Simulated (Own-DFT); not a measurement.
# Which defects push the lattice out? zincblende GaAs

Source: density functional calculations with Own-DFT, an unreviewed in-house program that is no longer used. Nothing was measured or relaxed, and spin and spin-orbit coupling are left out.

Method: PBE; PseudoDojo norm-conserving scalar-relativistic files; cutoff 42 hartree; 3 x 3 x 3 k mesh centred on Gamma; Fermi-Dirac smearing of 0.1 eV.

Limits (not all hold for every row): not probed for a lower state with spin; forces not confirmed at this smearing and k mesh; stress not checked against mesh or cutoff.

All runs share one cell, with vectors in Å (11.737, 0.000, 0.000); (0.000, 11.737, 0.000); (0.000, 0.000, 10.919) and a volume of 1504.3 Å³, strained against the parent crystal. u is the rms random offset of the atoms per axis. The defect's site can differ from row to row.

| cell | formula | u (Å) | P (GPa) |
|---|---|---|---|
| no defect | As32Ga32 | 0.0283 | 0.74 |
| no defect | As32Ga32 | 0.0304 | 0.76 |
| no defect | As32Ga32 | 0.0462 | 1.01 |
| one As vacancy and one Ga vacancy | As31Ga31 | 0.0299 | 0.44 |
| one As vacancy and one Ga vacancy | As31Ga31 | 0.0469 | 0.78 |
| one As vacancy and one Ga vacancy | As31Ga31 | 0.0479 | 0.62 |
| one Al on a Ga site | AlAs32Ga31 | 0.0294 | 0.73 |
| one Al on a Ga site | AlAs32Ga31 | 0.0313 | 0.77 |
| one Al on a Ga site | AlAs32Ga31 | 0.0507 | 1.00 |
| one Al on a Ga site | AlAs32Ga31 | 0.0526 | ? |
| one In on a Ga site | As32Ga31In | 0.0295 | 1.33 |
| one In on a Ga site | As32Ga31In | 0.0480 | 1.57 |
| one In on a Ga site | As32Ga31In | 0.0539 | 1.75 |
| one P on an As site | As31Ga32P | 0.0285 | 0.48 |
| one P on an As site | As31Ga32P | 0.0506 | 0.84 |
| one P on an As site | As31Ga32P | 0.0511 | 0.81 |

## Worked fit

P = P0 + c u² + a shift for each defect gives P0 = 0.60 GPa, c = 188 ± 17 GPa/Å² and a scatter of 0.05 GPa. The shifts, and each times the cell's volume:

- one In on a Ga site: 0.57 ± 0.04 GPa, 5.4 eV
- one Al on a Ga site: -0.04 ± 0.04 GPa, -0.4 eV (not resolved)
- one P on an As site: -0.26 ± 0.04 GPa, -2.5 eV
- one As vacancy and one Ga vacancy: -0.32 ± 0.04 GPa, -3.0 eV

Against the defect-free cell, a freed cell would be larger where the shift is positive and smaller where it is negative (160.2 GPa Å³ is 1 eV). The atoms around the defects weren't relaxed, which would change these numbers.

## The run left out

The question: what pressure belongs in the blank (one Al on a Ga site, u = 0.0526 Å)?

From the fit: 1.08 ± 0.06 GPa. The run itself gave 1.06 GPa.
